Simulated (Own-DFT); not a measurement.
Simulation results for GaN (wurtzite, strained, atoms displaced), GaP (zincblende, strained, atoms displaced)

A calculation, not a measurement: plane-wave PBE density functional theory by an unreviewed code, no spin, of a simulated periodic cell, stress positive in tension, free energy of the whole cell less one offset for each atom, forces on such cells passed a denser k mesh, this cell's mesh not checked; offsets are fitted by least squares, one for each functional and potential file, so energies compare only between cells with the same atoms and settings and are not formation energies; the far tail of each file's local potential was reset to the Coulomb form; each entry is a single point on an unrelaxed cell, so the pressure reflects the starting lattice, mostly measured values (interpolated for alloys), from which strain is counted, and rises with the displacements; printed positions are rounded, which can move forces by about a meV/angstrom; the program, named Own-DFT, is a retired in-house code; no spin-orbit coupling. Program: Own-DFT development build.

Common to all runs: functional PBE.

```json
{"entry": 1, "formula": "GaN", "kind": "wurtzite, strained, atoms displaced", "structure": {"cell_angstrom": [[12.756, 0.0, 0.0], [-4.7835, 8.2853, 0.0], [0.0, 0.0, 10.6552]], "atoms_fractional": [["Ga", 0.09007, 0.22519, 0.99145], ["Ga", 0.16485, 0.11318, 0.25442], ["N", 0.07754, 0.21442, 0.19423], ["N", 0.16375, 0.11279, 0.43495], ["Ga", 0.0857, 0.22515, 0.49844], ["Ga", 0.17077, 0.114, 0.75486], ["N", 0.08402, 0.2305, 0.68443], ["N", 0.1637, 0.11017, 0.94046], ["Ga", 0.09407, 0.56148, 0.006], ["Ga", 0.17194, 0.44765, 0.24787], ["N", 0.07967, 0.55422, 0.1904], ["N", 0.16942, 0.44684, 0.43689], ["Ga", 0.08247, 0.56108, 0.49435], ["Ga", 0.16551, 0.44432, 0.75376], ["N", 0.08553, 0.55647, 0.68683], ["N", 0.15464, 0.43793, 0.93116], ["Ga", 0.07646, 0.88775, 0.00467], ["Ga", 0.16443, 0.77864, 0.25591], ["N", 0.07441, 0.8877, 0.1875], ["N", 0.1697, 0.78182, 0.44975], ["Ga", 0.08153, 0.88547, 0.48809], ["Ga", 0.16328, 0.76811, 0.74554], ["N", 0.08929, 0.88126, 0.68676], ["N", 0.16648, 0.7787, 0.93582], ["Ga", 0.32733, 0.21344, 0.00023], ["Ga", 0.42517, 0.12201, 0.24911], ["N", 0.33285, 0.21446, 0.1836], ["N", 0.41818, 0.1123, 0.44329], ["Ga", 0.32957, 0.22117, 0.50408], ["Ga", 0.41861, 0.11495, 0.75429], ["N", 0.34375, 0.22862, 0.68946], ["N", 0.41456, 0.09955, 0.94238], ["Ga", 0.32986, 0.54865, 0.99808], ["Ga", 0.41467, 0.43523, 0.25171], ["N", 0.33535, 0.5642, 0.19353], ["N", 0.41991, 0.44579, 0.4418], ["Ga", 0.33761, 0.55241, 0.50325], ["Ga", 0.41858, 0.43582, 0.75127], ["N", 0.33781, 0.54942, 0.6832], ["N", 0.41384, 0.45535, 0.93909], ["Ga", 0.33259, 0.89898, 0.99871], ["Ga", 0.42072, 0.78184, 0.24354], ["N", 0.33424, 0.88095, 0.18587], ["N", 0.41768, 0.77975, 0.43508], ["Ga", 0.32976, 0.88498, 0.49212], ["Ga", 0.41192, 0.77044, 0.75489], ["N", 0.33298, 0.88938, 0.68686], ["N", 0.41992, 0.77677, 0.94722], ["Ga", 0.5796, 0.21474, 0.99776], ["Ga", 0.65888, 0.09912, 0.24587], ["N", 0.58772, 0.2253, 0.18413], ["N", 0.66464, 0.1118, 0.43277], ["Ga", 0.58122, 0.22649, 0.50261], ["Ga", 0.66088, 0.10511, 0.74113], ["N", 0.58003, 0.21795, 0.68849], ["N", 0.66177, 0.10552, 0.94134], ["Ga", 0.58529, 0.55912, 0.99147], ["Ga", 0.67332, 0.44729, 0.24509], ["N", 0.57886, 0.56367, 0.18384], ["N", 0.66959, 0.44473, 0.44267], ["Ga", 0.59322, 0.56254, 0.49791], ["Ga", 0.66012, 0.44079, 0.74946], ["N", 0.58477, 0.56097, 0.68554], ["N", 0.66831, 0.44779, 0.9429], ["Ga", 0.57931, 0.88789, 7e-05], ["Ga", 0.67583, 0.78793, 0.2397], ["N", 0.58352, 0.89332, 0.19006], ["N", 0.66445, 0.78392, 0.43589], ["Ga", 0.58774, 0.89204, 0.50315], ["Ga", 0.66779, 0.77861, 0.75284], ["N", 0.58231, 0.88768, 0.68361], ["N", 0.66387, 0.77874, 0.92998], ["Ga", 0.8258, 0.20931, 0.99355], ["Ga", 0.90805, 0.11005, 0.25328], ["N", 0.82676, 0.20966, 0.1893], ["N", 0.91986, 0.10616, 0.43727], ["Ga", 0.8358, 0.22511, 0.49957], ["Ga", 0.91042, 0.11064, 0.74626], ["N", 0.82696, 0.22465, 0.68831], ["N", 0.90585, 0.1081, 0.93446], ["Ga", 0.83427, 0.55528, 0.99464], ["Ga", 0.92242, 0.45204, 0.25395], ["N", 0.82947, 0.55322, 0.19419], ["N", 0.91784, 0.43914, 0.43414], ["Ga", 0.82853, 0.56078, 0.4907], ["Ga", 0.9106, 0.43913, 0.75702], ["N", 0.83934, 0.55379, 0.68369], ["N", 0.91337, 0.44128, 0.94157], ["Ga", 0.83813, 0.88605, 0.00671], ["Ga", 0.92214, 0.78217, 0.25822], ["N", 0.82893, 0.8905, 0.18681], ["N", 0.91389, 0.77208, 0.4389], ["Ga", 0.83164, 0.8951, 0.50708], ["Ga", 0.91599, 0.78129, 0.74293], ["N", 0.83546, 0.89273, 0.69043], ["N", 0.91516, 0.77137, 0.93917]]}, "settings": {"potential_files": "PseudoDojo norm-conserving, scalar-relativistic, standard set with the stringent files for Ga", "wave_cutoff [hartree]": 96.0, "occupations": "Gaussian", "smearing_width [eV]": 0.01, "k_mesh": "3 x 4 x 3 centred on Gamma"}, "results": {"free_energy_of_cell_above_offsets [eV]": "-4.635", "pressure [GPa]": 2.25, "stress_xx [GPa]": -5.21, "stress_yy [GPa]": -5.63, "stress_zz [GPa]": 4.07, "stress_yz [GPa]": 0.11, "stress_xz [GPa]": 0.46, "stress_xy [GPa]": -0.08, "force_element": ["Ga", "Ga", "N", "N", "Ga", "Ga", "N", "N", "Ga", "Ga", "N", "N", "Ga", "Ga", "N", "N", "Ga", "Ga", "N", "N", "Ga", "Ga", "N", "N", "Ga", "Ga", "N", "N", "Ga", "Ga", "N", "N", "Ga", "Ga", "N", "N", "Ga", "Ga", "N", "N", "Ga", "Ga", "N", "N", "Ga", "Ga", "N", "N", "Ga", "Ga", "N", "N", "Ga", "Ga", "N", "N", "Ga", "Ga", "N", "N", "Ga", "Ga", "N", "N", "Ga", "Ga", "N", "N", "Ga", "Ga", "N", "N", "Ga", "Ga", "N", "N", "Ga", "Ga", "N", "N", "Ga", "Ga", "N", "N", "Ga", "Ga", "N", "N", "Ga", "Ga", "N", "N", "Ga", "Ga", "N", "N"], "force_x [eV/angstrom]": [-2.782, 0.175, 0.195, 0.949, -0.589, -0.39, 0.491, 0.8, -2.257, -0.705, 1.231, -0.197, 0.903, 0.207, -0.475, 1.839, 1.111, 0.859, 1.954, -1.289, -0.317, 0.833, -2.238, -0.297, 0.822, -0.012, -0.798, -0.936, 0.824, 0.281, -1.401, -0.909, -1.313, -0.255, 0.627, 0.574, -0.898, -0.777, -0.767, 2.08, 0.546, 0.008, -1.765, 0.209, 2.328, 0.205, 0.342, -2.003, 0.474, 0.53, -0.51, 0.215, 0.935, 0.11, -0.093, -0.383, -0.704, -2.337, 1.259, -1.131, -1.407, 1.408, 0.482, -0.518, 1.238, -2.768, 0.643, 1.745, -1.644, -0.545, 0.122, 0.733, -0.474, 1.207, -0.644, -0.818, -0.54, 0.532, 0.841, 2.788, 0.195, -1.259, 1.903, -0.619, 2.335, 0.972, -1.862, 0.779, -1.3, -2.225, 2.836, -0.328, 0.064, 1.509, -0.379, -0.393], "force_y [eV/angstrom]": [-0.654, -0.033, 1.088, -0.501, 0.545, -0.745, -1.464, -0.59, -0.066, -0.653, 0.809, 0.139, -1.475, 0.607, -1.392, 0.683, -0.676, 0.223, 0.631, -0.58, 0.815, 0.89, 1.808, 0.186, 1.251, -1.514, 0.307, 0.15, 0.179, -1.842, -1.548, 3.487, 1.479, 1.393, -1.933, -0.739, 1.061, 2.301, 0.099, -2.654, -3.811, -0.357, 1.518, -0.296, 0.962, 0.464, -0.075, -0.626, 1.144, 2.5, -0.037, 0.413, -0.817, 0.068, 0.753, 0.141, 0.109, -0.514, -0.778, -0.356, -0.049, 0.722, -0.485, -1.132, -0.021, -1.879, -1.683, -0.42, 0.059, 0.22, -0.485, 0.292, 1.636, 0.138, 1.653, 0.603, -0.667, 0.903, -0.544, -0.731, -0.626, -2.122, 1.576, 1.185, -1.503, 0.892, 0.456, -0.108, 0.354, -1.101, 0.486, 1.749, -0.728, -0.803, -0.365, 1.053], "force_z [eV/angstrom]": [1.748, -0.815, -1.343, 0.578, 0.231, -1.346, 0.565, -0.674, -0.302, 0.882, -0.261, -0.126, 1.369, -1.82, -0.36, 1.062, -0.664, -0.74, 0.419, -2.584, 2.256, 0.794, -0.534, 0.497, 0.123, 0.598, 0.418, -1.099, -0.439, -0.403, -0.038, -1.496, 1.259, 0.038, -1.443, -0.675, -0.822, 0.237, 1.494, -0.906, 1.169, 1.642, 0.231, 0.057, 1.605, -0.522, 0.269, -1.367, 0.553, 1.136, 0.063, 0.838, -0.189, 1.256, 0.072, -1.436, 1.289, 0.577, 0.038, -1.396, 0.053, 0.029, 0.171, -1.176, 0.489, 1.699, -1.5, -0.33, -0.834, -0.669, 0.853, 1.486, 1.734, -0.083, -0.69, 0.413, -0.23, 0.672, -0.576, -0.41, 1.268, -0.793, -1.032, 0.372, 1.914, -0.338, -0.034, -0.009, -1.303, -0.819, -0.167, -0.188, -0.799, 0.581, -0.606, -0.712]}}
{"entry": 2, "formula": "GaP", "kind": "zincblende, strained, atoms displaced", "structure": {"cell_angstrom": [[10.862, 0.0, 0.0], [0.0, 10.862, 0.0], [0.0, 0.0, 10.9439]], "atoms_fractional": [["Ga", 0.00473, 0.99978, 0.99835], ["Ga", 0.00056, 0.24955, 0.25293], ["Ga", 0.25182, 0.00097, 0.25215], ["Ga", 0.2445, 0.25528, 0.00339], ["P", 0.12255, 0.13208, 0.1248], ["P", 0.12368, 0.37487, 0.37616], ["P", 0.37784, 0.12216, 0.37996], ["P", 0.37209, 0.37677, 0.12581], ["Ga", 0.99971, 0.9985, 0.49964], ["Ga", 0.00244, 0.25064, 0.75278], ["Ga", 0.25739, 0.99755, 0.75052], ["Ga", 0.24703, 0.24508, 0.49508], ["P", 0.12392, 0.1197, 0.62438], ["P", 0.11965, 0.37819, 0.87635], ["P", 0.36647, 0.12681, 0.87057], ["P", 0.37105, 0.37559, 0.62657], ["Ga", 0.99655, 0.50078, 0.00106], ["Ga", 0.0011, 0.74747, 0.25075], ["Ga", 0.25609, 0.49949, 0.24763], ["Ga", 0.25133, 0.7483, 0.00228], ["P", 0.13066, 0.6246, 0.12774], ["P", 0.12406, 0.87396, 0.37491], ["P", 0.378, 0.62406, 0.37602], ["P", 0.37781, 0.87595, 0.12826], ["Ga", 0.00057, 0.4977, 0.49954], ["Ga", 0.00534, 0.74768, 0.75414], ["Ga", 0.25238, 0.49794, 0.75247], ["Ga", 0.24834, 0.74655, 0.50016], ["P", 0.11861, 0.62645, 0.62543], ["P", 0.124, 0.87071, 0.87415], ["P", 0.3749, 0.63005, 0.87331], ["P", 0.37266, 0.87224, 0.61875], ["Ga", 0.49568, 0.99352, 0.99932], ["Ga", 0.49958, 0.25108, 0.24715], ["Ga", 0.75137, 0.00091, 0.24999], ["Ga", 0.7519, 0.24853, 0.00032], ["P", 0.62496, 0.12252, 0.13001], ["P", 0.62617, 0.37647, 0.37508], ["P", 0.87807, 0.12656, 0.37248], ["P", 0.87764, 0.37368, 0.12106], ["Ga", 0.49759, 0.00246, 0.50486], ["Ga", 0.49779, 0.24334, 0.74756], ["Ga", 0.75078, 0.00051, 0.75088], ["Ga", 0.75263, 0.24589, 0.49487], ["P", 0.63231, 0.12251, 0.62362], ["P", 0.62623, 0.37259, 0.87341], ["P", 0.87546, 0.12836, 0.87554], ["P", 0.87208, 0.37394, 0.62611], ["Ga", 0.49687, 0.50017, 0.99873], ["Ga", 0.4989, 0.75144, 0.25063], ["Ga", 0.74655, 0.4956, 0.2497], ["Ga", 0.74996, 0.74836, 0.00141], ["P", 0.62386, 0.63052, 0.12918], ["P", 0.6255, 0.87188, 0.37397], ["P", 0.874, 0.62665, 0.37484], ["P", 0.87413, 0.87472, 0.12538], ["Ga", 0.50052, 0.50122, 0.50009], ["Ga", 0.49821, 0.75141, 0.75166], ["Ga", 0.74616, 0.49596, 0.75025], ["Ga", 0.75285, 0.74781, 0.4944], ["P", 0.62362, 0.62723, 0.6208], ["P", 0.62289, 0.87054, 0.87564], ["P", 0.87231, 0.62889, 0.87818], ["P", 0.87857, 0.87213, 0.62535]]}, "settings": {"potential_files": "PseudoDojo norm-conserving, scalar-relativistic, standard set", "wave_cutoff [hartree]": 42.0, "occupations": "Fermi-Dirac", "smearing_width [eV]": 0.1, "hardware": "one NVIDIA H100", "k_mesh": "3 x 3 x 3 centred on Gamma"}, "results": {"free_energy_of_cell_above_offsets [eV]": "-35.047", "pressure [GPa]": 3.12, "stress_xx [GPa]": -3.28, "stress_yy [GPa]": -3.32, "stress_zz [GPa]": -2.77, "stress_yz [GPa]": -0.27, "stress_xz [GPa]": 0.46, "stress_xy [GPa]": -0.03, "force_element": ["Ga", "Ga", "Ga", "Ga", "P", "P", "P", "P", "Ga", "Ga", "Ga", "Ga", "P", "P", "P", "P", "Ga", "Ga", "Ga", "Ga", "P", "P", "P", "P", "Ga", "Ga", "Ga", "Ga", "P", "P", "P", "P", "Ga", "Ga", "Ga", "Ga", "P", "P", "P", "P", "Ga", "Ga", "Ga", "Ga", "P", "P", "P", "P", "Ga", "Ga", "Ga", "Ga", "P", "P", "P", "P", "Ga", "Ga", "Ga", "Ga", "P", "P", "P", "P"], "force_x [eV/angstrom]": [-0.506, -0.11, -0.324, 0.147, 0.416, 0.452, -0.109, 0.587, -0.098, -0.201, -1.06, 0.003, 0.225, 0.545, 0.81, 0.403, 0.283, -0.079, -0.622, -0.029, -0.612, 0.204, -0.37, -0.756, -0.531, -0.945, -0.589, -0.279, 0.94, 0.854, -0.132, 0.313, 0.321, 0.01, -0.027, -0.424, -0.217, -0.42, -0.138, -0.407, 0.832, 0.309, 0.317, -0.068, -0.737, -0.683, 0.157, 0.361, 0.531, 0.095, 0.563, -0.179, -0.081, -0.103, 0.352, 0.424, -0.082, 0.185, 0.197, -0.245, 0.241, 0.333, 0.137, -0.381], "force_y [eV/angstrom]": [0.038, 0.53, 0.128, -0.06, -0.987, 0.16, 0.541, -0.431, -0.06, -0.158, -0.458, 0.277, 0.372, 0.085, 0.055, -0.473, 0.567, 0.204, 0.194, 0.407, -0.223, 0.057, 0.088, -0.192, 0.207, 0.08, 0.489, -0.089, -0.664, 0.595, -0.641, 0.04, 0.907, -0.09, -0.349, -0.031, 0.151, -0.533, -0.58, 0.016, -0.608, 0.495, -0.498, 0.511, 0.19, -0.239, -0.63, -0.163, 0.255, -0.038, 0.543, 0.331, -0.921, 0.737, -0.929, 0.113, -0.327, -0.029, 0.759, 0.437, -0.088, 0.578, -0.658, 0.009], "force_z [eV/angstrom]": [0.157, -0.333, -0.15, -0.523, 0.283, -0.405, -0.787, -0.44, 0.02, -0.615, -0.52, 0.698, 0.322, -0.03, 1.176, -0.561, 0.049, -0.179, 0.825, 0.027, -0.236, -0.112, -0.151, -0.147, 0.178, -0.264, -0.123, -0.245, 0.03, 0.358, 0.243, 0.742, -0.223, 0.488, 0.267, 0.197, -0.97, 0.15, 0.178, 0.785, -0.247, -0.125, 0.16, 0.298, 0.021, 0.392, -0.012, -0.208, 0.025, 0.289, -0.327, 0.232, -0.492, 0.315, -0.424, -0.154, 0.263, -0.802, -0.207, 0.699, 0.597, -0.057, -0.528, 0.132], "wall_time [s]": 512.3}}
{"entry": 3, "formula": "GaN", "kind": "wurtzite, strained, atoms displaced", "structure": {"cell_angstrom": [[12.756, 0.0, 0.0], [-4.7835, 8.2853, 0.0], [0.0, 0.0, 10.6292]], "atoms_fractional": [["Ga", 0.08329, 0.22785, 0.00036], ["Ga", 0.16263, 0.10013, 0.25369], ["N", 0.08228, 0.22833, 0.18602], ["N", 0.16118, 0.10954, 0.43434], ["Ga", 0.0787, 0.21699, 0.4972], ["Ga", 0.16759, 0.11349, 0.7478], ["N", 0.08161, 0.21916, 0.68206], ["N", 0.16451, 0.10526, 0.93279], ["Ga", 0.08692, 0.56166, 0.00085], ["Ga", 0.17102, 0.44327, 0.2535], ["N", 0.08376, 0.56261, 0.18911], ["N", 0.16593, 0.44143, 0.44132], ["Ga", 0.08417, 0.54317, 0.4964], ["Ga", 0.16322, 0.44373, 0.7549], ["N", 0.08725, 0.56074, 0.6817], ["N", 0.16846, 0.43717, 0.9457], ["Ga", 0.08344, 0.89643, 0.98988], ["Ga", 0.16825, 0.78709, 0.24098], ["N", 0.08176, 0.88103, 0.19597], ["N", 0.17206, 0.7754, 0.43734], ["Ga", 0.0849, 0.89151, 0.50397], ["Ga", 0.17255, 0.79131, 0.75345], ["N", 0.08248, 0.8928, 0.69497], ["N", 0.16773, 0.7764, 0.94308], ["Ga", 0.3326, 0.21894, 0.99662], ["Ga", 0.42052, 0.1143, 0.24998], ["N", 0.33179, 0.21985, 0.1937], ["N", 0.4169, 0.10584, 0.43643], ["Ga", 0.32986, 0.22179, 0.49865], ["Ga", 0.42369, 0.10893, 0.74705], ["N", 0.33338, 0.20812, 0.69223], ["N", 0.41713, 0.10431, 0.94381], ["Ga", 0.32395, 0.54647, 0.99828], ["Ga", 0.41419, 0.44881, 0.25082], ["N", 0.33698, 0.55116, 0.19081], ["N", 0.41258, 0.44551, 0.43698], ["Ga", 0.33681, 0.55619, 0.50262], ["Ga", 0.41918, 0.44561, 0.74242], ["N", 0.33993, 0.56772, 0.68737], ["N", 0.40994, 0.44519, 0.93117], ["Ga", 0.33893, 0.89935, 0.00829], ["Ga", 0.41591, 0.77038, 0.24464], ["N", 0.33801, 0.89131, 0.18916], ["N", 0.42332, 0.78445, 0.44671], ["Ga", 0.32935, 0.88606, 0.49572], ["Ga", 0.41623, 0.77908, 0.74255], ["N", 0.33739, 0.89472, 0.68528], ["N", 0.41364, 0.77426, 0.93661], ["Ga", 0.58798, 0.22867, 0.99114], ["Ga", 0.67279, 0.11314, 0.25524], ["N", 0.58458, 0.21909, 0.183], ["N", 0.66442, 0.11295, 0.43943], ["Ga", 0.58177, 0.22111, 0.51148], ["Ga", 0.66469, 0.11231, 0.74758], ["N", 0.58528, 0.23241, 0.68194], ["N", 0.67267, 0.11645, 0.93109], ["Ga", 0.57953, 0.55078, 0.00534], ["Ga", 0.67501, 0.45268, 0.25775], ["N", 0.5856, 0.55638, 0.18335], ["N", 0.66615, 0.44078, 0.43344], ["Ga", 0.58763, 0.55501, 0.50501], ["Ga", 0.66936, 0.44886, 0.75047], ["N", 0.58013, 0.55653, 0.69021], ["N", 0.6718, 0.44758, 0.93126], ["Ga", 0.58667, 0.89504, 0.98983], ["Ga", 0.67008, 0.78021, 0.24816], ["N", 0.58427, 0.89521, 0.18812], ["N", 0.66396, 0.7856, 0.43714], ["Ga", 0.57479, 0.88553, 0.49735], ["Ga", 0.66723, 0.78132, 0.7502], ["N", 0.58322, 0.89484, 0.69554], ["N", 0.66688, 0.78137, 0.93656], ["Ga", 0.8363, 0.23245, 0.00711], ["Ga", 0.92265, 0.11598, 0.25271], ["N", 0.8426, 0.23251, 0.19541], ["N", 0.9135, 0.11064, 0.44199], ["Ga", 0.82504, 0.22049, 0.49327], ["Ga", 0.91834, 0.11278, 0.73975], ["N", 0.82963, 0.2194, 0.69849], ["N", 0.91485, 0.10429, 0.9429], ["Ga", 0.82546, 0.55928, 0.00625], ["Ga", 0.9109, 0.43914, 0.24237], ["N", 0.83019, 0.54982, 0.19423], ["N", 0.91704, 0.43857, 0.44223], ["Ga", 0.83276, 0.56545, 0.49774], ["Ga", 0.91742, 0.44421, 0.74675], ["N", 0.83879, 0.55399, 0.68121], ["N", 0.92249, 0.45736, 0.94061], ["Ga", 0.82996, 0.88801, 0.00037], ["Ga", 0.91056, 0.77581, 0.25907], ["N", 0.83209, 0.89388, 0.19106], ["N", 0.91378, 0.79258, 0.43806], ["Ga", 0.83514, 0.89368, 0.49656], ["Ga", 0.91296, 0.78638, 0.74766], ["N", 0.83192, 0.88685, 0.68979], ["N", 0.91529, 0.7662, 0.93665]]}, "settings": {"potential_files": "PseudoDojo norm-conserving, scalar-relativistic, standard set with the stringent files for Ga", "wave_cutoff [hartree]": 96.0, "occupations": "Gaussian", "smearing_width [eV]": 0.01, "k_mesh": "3 x 4 x 3 centred on Gamma"}, "results": {"free_energy_of_cell_above_offsets [eV]": "-5.155", "pressure [GPa]": 2.57, "stress_xx [GPa]": -5.09, "stress_yy [GPa]": -5.7, "stress_zz [GPa]": 3.1, "stress_yz [GPa]": 0.09, "stress_xz [GPa]": -0.25, "stress_xy [GPa]": -0.48, "force_element": ["Ga", "Ga", "N", "N", "Ga", "Ga", "N", "N", "Ga", "Ga", "N", "N", "Ga", "Ga", "N", "N", "Ga", "Ga", "N", "N", "Ga", "Ga", "N", "N", "Ga", "Ga", "N", "N", "Ga", "Ga", "N", "N", "Ga", "Ga", "N", "N", "Ga", "Ga", "N", "N", "Ga", "Ga", "N", "N", "Ga", "Ga", "N", "N", "Ga", "Ga", "N", "N", "Ga", "Ga", "N", "N", "Ga", "Ga", "N", "N", "Ga", "Ga", "N", "N", "Ga", "Ga", "N", "N", "Ga", "Ga", "N", "N", "Ga", "Ga", "N", "N", "Ga", "Ga", "N", "N", "Ga", "Ga", "N", "N", "Ga", "Ga", "N", "N", "Ga", "Ga", "N", "N", "Ga", "Ga", "N", "N"], "force_x [eV/angstrom]": [-0.054, -0.17, 1.27, 0.614, 0.13, 0.011, 0.468, -0.22, -0.241, -1.228, 0.753, 1.489, -1.433, 0.503, 0.029, -2.212, 0.21, 1.816, -2.47, -2.09, 0.565, 0.264, -0.09, 0.16, -0.127, 0.394, -0.219, -0.491, 0.75, -0.77, -0.808, -0.09, 2.122, 2.195, -1.811, 1.402, -0.994, -1.25, -0.399, 1.415, 0.378, 0.121, -0.325, -2.772, 0.963, -0.189, -0.314, -0.059, 0.187, -1.191, 0.419, -0.519, -0.261, 0.372, 0.504, -0.547, -0.472, -1.938, -0.07, -0.294, -1.01, 0.466, 1.485, -1.488, -0.906, -1.461, 0.696, 1.116, 2.603, -0.496, 0.42, 0.331, 0.625, -0.51, -0.594, -0.137, 1.067, -0.725, 0.503, -0.118, 2.063, 1.604, 0.052, -1.018, 1.295, 0.507, -1.642, -0.513, 0.775, 0.806, 1.027, 2.208, -2.271, 1.839, -0.914, -1.077], "force_y [eV/angstrom]": [-2.323, 1.063, -0.729, -0.078, 0.692, 0.172, 0.753, 1.807, -0.557, 0.607, -0.798, -0.453, 1.637, 0.508, -0.116, 0.814, -2.174, -1.545, 1.14, -0.461, -0.717, -1.262, -0.328, 1.412, 0.379, 0.111, 0.194, 1.097, -0.443, -0.06, 1.749, 2.135, 2.125, -1.413, 0.635, -0.272, 0.511, -0.824, -2.516, -0.648, -2.338, 1.405, -0.304, -2.197, 0.433, 0.688, -0.488, 0.251, -0.922, -0.004, 1.102, -0.482, -0.132, 0.464, -0.38, 0.325, 0.455, -2.105, -0.11, 0.504, 0.483, 0.643, 0.463, -0.137, -0.432, -0.037, -0.577, -1.051, 1.76, 0.017, -0.529, -1.066, -0.4, -0.228, -2.703, 0.545, 0.297, -0.239, 0.375, 1.363, -0.339, 2.538, 1.662, 1.186, -0.925, 0.381, 0.925, -1.033, -0.19, 0.429, -0.174, -1.712, 0.073, -1.844, 0.671, 1.815], "force_z [eV/angstrom]": [0.424, -0.923, 0.358, 0.866, 0.253, 0.289, 0.518, 0.259, 0.69, -0.018, -0.08, -0.856, 0.431, -0.737, 1.203, -1.878, 1.411, 1.572, -1.575, -0.422, -0.14, -0.015, -1.086, -0.722, 0.484, 0.145, -0.876, 0.326, 0.027, 1.006, -1.047, -1.652, 0.539, 0.396, -1.087, 0.31, 0.142, 1.043, -0.214, 0.516, -0.568, 0.793, 0.331, -2.014, 0.652, 1.691, -0.164, 0.135, 1.45, -0.774, 0.253, 0.073, -3.12, 0.441, 2.23, 0.731, -1.518, -1.398, 1.241, 1.632, -0.918, -0.573, -0.628, 0.436, 1.074, 0.252, -0.484, 0.189, 1.41, 0.32, -1.382, 0.011, -1.106, 0.095, -1.154, -0.695, 1.556, 1.717, -1.784, -0.775, -0.065, 2.027, -0.89, -1.061, 0.225, 0.641, 0.387, -0.106, 0.193, -1.436, -0.416, 0.237, 1.137, 0.871, -1.196, -0.087]}}
```
